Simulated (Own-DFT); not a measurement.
# Misfit strain and the stress it brings: wurtzite AlGaN with randomly placed atoms, 72 atoms (Al27Ga9N36)

Source: density functional calculations with Own-DFT, an unreviewed in-house program that is no longer used. Nothing was measured or relaxed, and spin and spin-orbit coupling are left out.

Common settings: PBE; PseudoDojo norm-conserving scalar-relativistic files (stringent for Ga); cutoff 96 hartree; 4 x 4 x 3 k mesh centred on Gamma; Gaussian smearing of 0.01 eV.

Limits: forces on such cells passed a denser k mesh, each cell not checked; stress not checked against mesh or cutoff.

Unstrained cell vectors in Å: (9.394, 0.000, 0.000); (-4.697, 8.135, 0.000); (0.000, 0.000, 10.066). The unstrained cell has measured lattice constants (interpolated for alloys), not those of this functional. That, the random moves and any unrelaxed bonds set the pressure at no strain. Each run strains x and y alike by e, as a substrate would, and holds the height along z. Each atom got a random Gaussian move of width 0.05 Å along each axis. The random placing of the alloy's atoms differs from row to row. Stress is positive in tension.

| e (%) | u (Å) | (s_xx + s_yy)/2 (GPa) | s_zz (GPa) |
|---|---|---|---|
| -2.50 | 0.050 | -21.27 | -11.68 |
| -2.00 | 0.046 | -18.21 | -10.09 |
| -1.75 | 0.054 | -16.59 | -11.09 |
| -0.50 | 0.054 | -10.90 | -6.02 |
| 1.00 | 0.052 | -0.64 | -6.23 |
| 1.25 | 0.051 | -0.42 | -5.12 |
| 1.75 | 0.056 | ? | ? |
| 2.00 | 0.048 | 4.74 | -5.38 |
| 2.25 | 0.055 | 4.44 | -4.49 |
| 3.00 | 0.051 | 8.17 | -2.79 |

## Worked fit

With e as a fraction, the in-plane stress is -6.9 + 550 e - 1149 e² GPa (errors 14 and 1074, scatter 0.82), and s_zz is -7.4 + 147 e GPa (slope ± 18, scatter 1.03). At e = 0 the first slope is C11 + C12 and the second 2 C13, both with the ions held to the strained lattice and at the cell's own pressure. A free layer would change its height as e changes, and the in-plane slope would drop by 2 C13²/C33 to the biaxial modulus. At fixed height, a misfit of 1 % moves the in-plane stress by about 5.5 GPa and s_zz by 1.5 GPa.

## Prediction

Q: what are the two stresses at e = 1.75 %?

The fitted form gives 2.4 and -4.9 GPa. The hidden result is 2.21 and -5.56 GPa.
